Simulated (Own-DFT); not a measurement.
# Computed records: Al₃GaN₄ (wurtzite random alloy, strained, atoms displaced)

All values are calculated (Own-DFT development build). A calculation, not a measurement: plane-wave PBEsol density functional theory by an unreviewed code, no spin, of a simulated periodic cell, stress positive in tension, free energy of the whole cell less one offset for each atom, forces on such cells passed a denser k mesh, this cell's mesh not checked; offsets are fitted by least squares, one for each functional and potential file, so energies compare only between cells with the same atoms and settings and are not formation energies; the far tail of each file's local potential was reset to the Coulomb form; each entry is a single point on an unrelaxed cell, so the pressure reflects the starting lattice, mostly measured values, from which strain is counted, and rises with the displacements; printed positions are rounded, which can move forces by about a meV/angstrom; the program is a retired in-house code; no spin-orbit coupling.

Settings shared by all entries: functional PBEsol; potential files PseudoDojo norm-conserving, scalar-relativistic, made for PBE, standard set; wave cutoff 42 hartree; occupations Fermi-Dirac; smearing width 0.1 eV; hardware one NVIDIA H100; k mesh 4 x 4 x 3 centred on Gamma.

(1) Al₃GaN₄ (wurtzite random alloy, strained, atoms displaced)

```
CELL_PARAMETERS angstrom
9.27630 0.00000 0.00000
-4.63820 8.03350 0.00000
0.00000 0.00000 10.06550
ATOMIC_POSITIONS crystal
Al 0.11430 0.23279 0.00436
Al 0.22391 0.10948 0.24919
N 0.11814 0.21856 0.19406
N 0.23276 0.12669 0.43603
Al 0.11104 0.21806 0.49048
Ga 0.22192 0.10393 0.75311
N 0.11956 0.21788 0.68777
N 0.20890 0.10647 0.93869
Al 0.10247 0.54768 0.00397
Al 0.22458 0.44490 0.25505
N 0.11565 0.56252 0.18930
N 0.21652 0.44118 0.44854
Ga 0.10368 0.54919 0.49811
Al 0.21543 0.43787 0.74147
N 0.11301 0.57164 0.69630
N 0.23489 0.45059 0.93796
Al 0.11979 0.89321 0.00243
Ga 0.20943 0.77647 0.24669
N 0.10870 0.88700 0.18339
N 0.21801 0.77238 0.44617
Ga 0.10014 0.88697 0.49718
Al 0.21506 0.78354 0.75909
N 0.10796 0.90055 0.68384
N 0.22471 0.78474 0.94584
Al 0.44811 0.22234 0.98970
Ga 0.55589 0.10772 0.24993
N 0.44589 0.21560 0.19355
N 0.56346 0.11121 0.43138
Al 0.43207 0.19869 0.50452
Al 0.55573 0.10246 0.74996
N 0.44408 0.22274 0.68825
N 0.55873 0.11809 0.94383
Al 0.45800 0.57105 0.00161
Al 0.56271 0.44593 0.24338
N 0.43214 0.54111 0.19726
N 0.55632 0.45538 0.44134
Al 0.44173 0.56303 0.50013
Al 0.55598 0.43793 0.75212
N 0.44475 0.54722 0.68794
N 0.55491 0.45633 0.93256
Al 0.45995 0.90508 0.99291
Al 0.55796 0.77904 0.24709
N 0.44769 0.89036 0.19743
N 0.55397 0.78368 0.43911
Ga 0.43623 0.89401 0.49776
Al 0.55212 0.76947 0.75639
N 0.44292 0.88650 0.69074
N 0.55161 0.77903 0.93920
Al 0.78761 0.22832 0.99819
Ga 0.90489 0.11779 0.25445
N 0.78005 0.22973 0.19081
N 0.88605 0.10619 0.43456
Al 0.78063 0.22050 0.49468
Al 0.88163 0.11467 0.75201
N 0.77778 0.21924 0.69626
N 0.88997 0.11319 0.94025
Al 0.77293 0.55165 0.99843
Ga 0.89816 0.45499 0.25431
N 0.78161 0.55051 0.18652
N 0.89432 0.45185 0.44228
Al 0.77675 0.54903 0.50368
Al 0.88166 0.43579 0.75222
N 0.78496 0.55962 0.69389
N 0.88783 0.43819 0.95093
Ga 0.78399 0.88737 0.00473
Al 0.88516 0.78878 0.24385
N 0.77946 0.88916 0.19978
N 0.89544 0.77931 0.43258
Al 0.77825 0.89403 0.49321
Al 0.88199 0.77773 0.75893
N 0.77935 0.88005 0.69196
N 0.88809 0.77758 0.93307
```

| Property | Result |
| --- | --- |
| free energy of cell above offsets | -21.234 eV |
| pressure | 9.24 GPa |
| stress xx | -11.75 GPa |
| stress yy | -10.63 GPa |
| stress zz | -5.33 GPa |
| stress yz | -0.35 GPa |
| stress xz | -0.82 GPa |
| stress xy | 1.07 GPa |
| wall time | 544 s |

Force:
```tsv
element	x (eV/Å)	y (eV/Å)	z (eV/Å)
Al	0.713	-0.519	-0.811
Al	1.364	-0.041	-0.001
N	-0.063	1.687	-1.053
N	-0.718	-2.379	-1.029
Al	-0.218	0.406	2.324
Ga	-0.541	1.73	0.2
N	-3.278	0.494	-0.993
N	1.518	1.188	1.575
Al	2.103	1.72	-0.813
Al	-1.252	-0.329	0.459
N	1.359	-2.055	-0.327
N	0.789	-0.169	-1.72
Ga	1.273	1.727	2.324
Al	0.653	1.224	0.821
N	0.193	-2.834	0.092
N	-1.527	-0.143	0.323
Al	-1.431	-0.336	-0.712
Ga	2.473	0.996	1.475
N	-1.968	1.332	0.651
N	-1.172	0.767	-1.662
Ga	2.053	1.148	0.705
Al	0.436	0.492	-1.047
N	0.598	-3.485	1.121
N	0.897	-0.686	-0.348
Al	-2.255	0.756	1.839
Ga	0.648	0.765	-0.885
N	-1.472	1.448	-2.055
N	-0.953	1.123	2.945
Al	1.393	3.621	-0.635
Al	-1.031	0.839	0.094
N	2.012	-0.905	0.594
N	1.32	0.501	-1.76
Al	-1.758	-2.425	0.7
Al	-0.643	-1.086	2.03
N	2.126	2.656	-1.84
N	1.002	-1.398	-0.512
Al	1.183	-0.481	0.285
Al	-0.547	1.279	-1.837
N	-0.795	0.826	0.442
N	1.302	-1.467	1.528
Al	-1.528	-2.269	2.203
Al	-1.146	-0.894	1.382
N	-0.014	-1.503	-2.463
N	0.628	-0.374	-0.44
Ga	1.653	-0.896	0.526
Al	0.137	-0.072	-2.15
N	-0.158	-0.224	1.194
N	0.791	1.262	0.527
Al	-0.918	-1.822	1.903
Ga	-2.758	-0.078	-1.64
N	1.67	-0.531	-0.702
N	0.399	1.383	2.169
Al	-0.408	0.499	0.515
Al	3.659	-1.909	-0.131
N	-1.094	0.407	-1.916
N	0.216	0.417	0.149
Al	0.739	0.489	0.007
Ga	-0.223	-1.364	-0.313
N	-1.988	2.242	-0.792
N	-1.839	-2.625	0.099
Al	-1.565	1.313	-0.121
Al	0.788	2.167	0.502
N	-0.391	-1.122	-0.004
N	-1.015	1.574	-2.373
Ga	-0.866	0.787	-0.328
Al	3.483	-2.988	1.366
N	-1.911	0.668	-1.897
N	-3.039	-1.294	-0.667
Al	0.301	-2.323	1.511
Al	1.678	0.027	-2.683
N	-2.445	1.816	-0.824
N	1.375	-0.754	2.905
```

(2) Al₃GaN₄ (wurtzite random alloy, strained, atoms displaced)

```
CELL_PARAMETERS angstrom
9.27630 0.00000 0.00000
-4.63820 8.03350 0.00000
0.00000 0.00000 10.06550
ATOMIC_POSITIONS crystal
Al 0.12598 0.22512 0.98816
Al 0.23554 0.11349 0.24777
N 0.11730 0.22477 0.19044
N 0.22501 0.12015 0.44287
Ga 0.11152 0.21750 0.49674
Ga 0.20929 0.10213 0.75232
N 0.10951 0.21209 0.68289
N 0.21712 0.10852 0.93996
Ga 0.10258 0.55470 0.00054
Ga 0.23448 0.45528 0.25196
N 0.11911 0.55657 0.18687
N 0.22578 0.43700 0.43812
Al 0.11319 0.55986 0.49819
Al 0.22183 0.45222 0.73599
N 0.11032 0.55969 0.69086
N 0.23127 0.44428 0.94623
Ga 0.10379 0.88527 0.00251
Al 0.21658 0.76549 0.24883
N 0.11673 0.90068 0.19134
N 0.22060 0.77873 0.43778
Ga 0.10569 0.88475 0.50000
Ga 0.21431 0.77580 0.74505
N 0.10876 0.88306 0.69012
N 0.20683 0.78318 0.94648
Al 0.43821 0.21658 0.99838
Al 0.56165 0.11975 0.25758
N 0.44154 0.22607 0.18913
N 0.55958 0.11727 0.43151
Al 0.44272 0.22523 0.49646
Al 0.56338 0.12440 0.74413
N 0.43129 0.21881 0.70006
N 0.54276 0.10242 0.93769
Al 0.44837 0.55346 0.99975
Al 0.55324 0.43777 0.25762
N 0.44385 0.55530 0.19249
N 0.54676 0.43144 0.43844
Al 0.44634 0.56074 0.49696
Al 0.55464 0.43946 0.75780
N 0.44334 0.55298 0.68788
N 0.54781 0.44001 0.94058
Al 0.44030 0.88592 0.99629
Al 0.55345 0.77688 0.25931
N 0.45263 0.88468 0.18626
N 0.54677 0.77566 0.44948
Al 0.44226 0.90687 0.49985
Al 0.55385 0.77539 0.74880
N 0.44797 0.90449 0.69875
N 0.56281 0.79558 0.94153
Al 0.77861 0.23230 0.99486
Al 0.89099 0.11328 0.25266
N 0.76823 0.21723 0.19478
N 0.88914 0.11272 0.43624
Al 0.78689 0.23141 0.49212
Al 0.89654 0.13376 0.75284
N 0.77386 0.22008 0.68808
N 0.89711 0.11706 0.94126
Al 0.77579 0.54768 0.00007
Ga 0.87891 0.43783 0.24828
N 0.78134 0.56232 0.18620
N 0.89518 0.45275 0.44089
Al 0.77728 0.55830 0.49975
Al 0.88341 0.44755 0.73845
N 0.77750 0.55861 0.69129
N 0.87570 0.44632 0.93536
Ga 0.77944 0.89300 0.99755
Al 0.87449 0.76637 0.24353
N 0.77049 0.88272 0.19962
N 0.88694 0.78067 0.43645
Al 0.78007 0.89009 0.49134
Al 0.89150 0.77553 0.74816
N 0.77902 0.88038 0.67771
N 0.87931 0.76576 0.94042
```

| Quantity | Value |
| --- | --- |
| free energy of cell above offsets | -21.489 eV |
| pressure | 9.3 GPa |
| stress xx | -11.69 GPa |
| stress yy | -12.04 GPa |
| stress zz | -4.18 GPa |
| stress yz | -0.01 GPa |
| stress xz | 0.51 GPa |
| stress xy | 1.47 GPa |
| wall time | 483.1 s |

Force:
```tsv
element	x (eV/Å)	y (eV/Å)	z (eV/Å)
Al	-2.688	0.423	3.038
Al	-3.285	-0.047	1.073
N	-0.285	-0.687	-0.613
N	2.437	-2.257	-1.574
Ga	-1.241	0.462	0.138
Ga	0.998	0.014	0.274
N	-2.335	2.537	1.286
N	1.434	-0.39	-0.168
Ga	1.267	-0.102	-0.646
Ga	-1.096	-2.736	-0.402
N	-2.182	-0.767	0.628
N	-1.46	2.399	1.504
Al	1.246	-0.343	-0.149
Al	1.574	-1.65	1.837
N	-0.506	-1.933	-1.416
N	-1.523	0.9	-2.443
Ga	-2.162	1.368	1.246
Al	0.074	3.103	-0.467
N	-0.066	-2.703	0.941
N	0.912	-0.222	-0.085
Ga	-0.125	1.249	-0.445
Ga	1.9	1.458	2.24
N	-1.593	0.132	-0.677
N	4.369	-1.907	-1.915
Al	0.248	-0.016	0.122
Al	-1.57	-2.386	-3.28
N	2.535	0.165	-0.502
N	-0.229	0.845	2.842
Al	-0.019	-1.495	2.083
Al	-2	-1.461	1.943
N	2.267	1.116	-2.184
N	1.236	2.077	-0.118
Al	-0.688	1.86	0.842
Al	-0.669	1.247	-1.861
N	3.011	1.229	-0.628
N	0.812	3.193	0.509
Al	0.265	-1.412	0.99
Al	-1.096	0.489	-1.167
N	0.188	0.233	0.037
N	1.402	-0.037	0.429
Al	-0.935	0.256	0.93
Al	-0.13	-0.212	-0.673
N	-2.085	0.818	0.926
N	0.028	1.59	-1.098
Al	1.256	-2.038	0.936
Al	0.461	1.3	-0.327
N	0.582	-1.558	-1.956
N	-0.339	-3.254	-1.549
Al	-0.158	-2.579	0.884
Al	0.972	-0.218	-1.42
N	1.651	0.371	-1.729
N	-1.014	-0.09	0.2
Al	-0.25	-1.131	0.69
Al	1.18	-3.364	-0.37
N	0.498	2.045	-1.324
N	-0.784	1.508	-0.695
Al	-2.673	1.252	0.314
Ga	1.496	1.349	0.111
N	-0.808	-2.813	-0.178
N	-0.59	-0.251	0.501
Al	-0.614	0.087	0.101
Al	0.699	-0.303	1.351
N	-0.533	-0.993	-1.053
N	2.187	-1.088	-1.359
Ga	0.44	-0.054	1.184
Al	1.602	3.626	1.236
N	0.235	1.105	-0.565
N	-0.175	-1.715	-0.856
Al	-1.095	0.09	1.145
Al	-1.589	0.656	0.606
N	-0.658	1.246	1.603
N	-0.215	0.413	-0.83
```

(3) Al₃GaN₄ (wurtzite random alloy, strained, atoms displaced)

```
CELL_PARAMETERS angstrom
9.27630 0.00000 0.00000
-4.63820 8.03350 0.00000
0.00000 0.00000 10.06550
ATOMIC_POSITIONS crystal
Al 0.10939 0.21364 0.99783
Al 0.22289 0.10302 0.24098
N 0.11562 0.22163 0.19595
N 0.21407 0.10650 0.43821
Al 0.11896 0.23299 0.50026
Ga 0.20825 0.11193 0.74424
N 0.09978 0.21215 0.69017
N 0.21240 0.10400 0.93257
Al 0.10983 0.56251 0.00829
Al 0.22892 0.45121 0.23984
N 0.11007 0.55417 0.19415
N 0.22498 0.44070 0.44521
Al 0.11705 0.55435 0.50891
Al 0.22769 0.43963 0.74593
N 0.11787 0.56435 0.68805
N 0.22095 0.45539 0.93706
Ga 0.11351 0.89640 0.99964
Al 0.21443 0.77772 0.24019
N 0.11468 0.89098 0.18897
N 0.22117 0.77998 0.43340
Al 0.12066 0.89894 0.50119
Al 0.22833 0.77778 0.75157
N 0.10884 0.88772 0.69762
N 0.22203 0.78164 0.94162
Ga 0.44243 0.22434 0.99373
Ga 0.55417 0.10713 0.25018
N 0.43786 0.21941 0.19823
N 0.55205 0.11062 0.43412
Ga 0.44737 0.22805 0.49916
Al 0.55950 0.10206 0.74987
N 0.44395 0.21804 0.68064
N 0.55982 0.10973 0.94316
Al 0.45768 0.56518 0.00298
Al 0.56014 0.44644 0.24238
N 0.44812 0.55386 0.19453
N 0.56622 0.45050 0.44441
Ga 0.43764 0.54574 0.50052
Al 0.54534 0.43733 0.74448
N 0.45028 0.55705 0.68777
N 0.55402 0.45643 0.94108
Al 0.44178 0.89239 0.99559
Al 0.55979 0.77548 0.25280
N 0.44303 0.88738 0.19512
N 0.56196 0.78038 0.43998
Al 0.44322 0.88599 0.49953
Al 0.55410 0.78097 0.74809
N 0.43777 0.88550 0.68994
N 0.54964 0.77625 0.93774
Al 0.76878 0.21748 0.00588
Al 0.89064 0.11905 0.25242
N 0.76517 0.21873 0.19101
N 0.88301 0.10062 0.44925
Al 0.78215 0.23243 0.50028
Ga 0.89260 0.11598 0.75595
N 0.77199 0.22695 0.69364
N 0.89208 0.11997 0.93618
Al 0.78103 0.56327 0.99744
Al 0.88617 0.44130 0.25372
N 0.77486 0.55596 0.18040
N 0.88917 0.44023 0.44035
Ga 0.77494 0.54849 0.50612
Al 0.89367 0.43952 0.74348
N 0.78853 0.56129 0.69595
N 0.89215 0.44073 0.94175
Al 0.76515 0.87927 0.99965
Al 0.87960 0.77309 0.24955
N 0.76933 0.88172 0.18818
N 0.88642 0.78057 0.43551
Ga 0.78297 0.88868 0.50235
Al 0.88520 0.77192 0.74433
N 0.78097 0.89360 0.69397
N 0.89059 0.78571 0.94883
```

| Property | Result |
| --- | --- |
| free energy of cell above offsets | -22.319 eV |
| pressure | 9.08 GPa |
| stress xx | -10.8 GPa |
| stress yy | -12.02 GPa |
| stress zz | -4.43 GPa |
| stress yz | 0.35 GPa |
| stress xz | 0.44 GPa |
| stress xy | -0.45 GPa |
| wall time | 561.2 s |

Force:
```tsv
element	x (eV/Å)	y (eV/Å)	z (eV/Å)
Al	-1.159	2.199	0.761
Al	-1.347	1.021	2.529
N	-0.871	0.161	-1.372
N	0.151	1.684	-0.512
Al	-0.653	-3.631	-0.275
Ga	3.358	-1.193	0.394
N	0.072	3.972	-2.04
N	0.687	2.63	0.419
Al	0.338	-0.99	-1.466
Al	-0.142	-1.239	1.404
N	-0.476	-0.157	-0.249
N	-2.147	0.849	-1.918
Al	-0.787	1.156	-2.386
Al	-1.248	0.87	1.251
N	0.625	-1.738	0.641
N	1.584	-1.117	0.626
Ga	-0.056	-1.709	0.31
Al	1.788	0.04	1.965
N	-1.673	-1.08	-0.017
N	0.283	-0.747	0.833
Al	-0.709	-2.134	0.239
Al	-2.172	0.152	0.697
N	0.622	-0.982	-1.573
N	0.642	-0.512	-0.397
Ga	-0.038	0.109	0.98
Ga	-1.569	-0.506	0.45
N	0.729	1.245	-1.866
N	1.356	-0.085	2.335
Ga	-0.329	-1.381	-1.605
Al	-1.907	1.1	0.183
N	0.105	0.072	3.1
N	-1.229	-0.189	-1.492
Al	-3.187	-0.793	0.227
Al	-0.061	-0.924	1.521
N	-0.22	0.703	-0.996
N	-1.587	-0.809	-2.459
Ga	1.735	2.399	-0.377
Al	1.962	0.596	0.925
N	-0.856	-0.045	0.916
N	1.915	-1.34	-1.455
Al	0.463	-0.926	1.763
Al	-1.571	0.345	0.503
N	0.143	-1.709	-1.878
N	-1.535	-0.767	0.074
Al	-0.087	0.408	-1.044
Al	0.909	-0.48	0.001
N	1.449	0.438	-0.446
N	-0.155	0.846	-0.408
Al	1.848	1.55	-0.596
Al	0.179	-1.499	0.443
N	3.035	1.485	-0.32
N	-0.192	4.482	-1.884
Al	-0.216	-3.333	0.394
Ga	-1.991	-0.909	-0.821
N	0.922	-0.683	-1.577
N	-0.52	-1.5	2.97
Al	0.888	-0.95	-0.893
Al	-0.464	0.413	-0.8
N	1.084	-0.277	1.465
N	1.114	1.236	-0.281
Ga	1.24	2.313	0.008
Al	-0.439	1.704	2.286
N	-1.035	-2.423	0.022
N	-1.211	0.545	-0.26
Al	0.722	2.033	0.052
Al	0.901	0.737	-0.178
N	0.684	1.7	-0.261
N	2.405	-0.956	0.111
Ga	-0.772	-0.975	0.894
Al	-0.041	2.061	1.836
N	-0.49	-1.419	0.484
N	-0.798	-1.144	-1.912
```
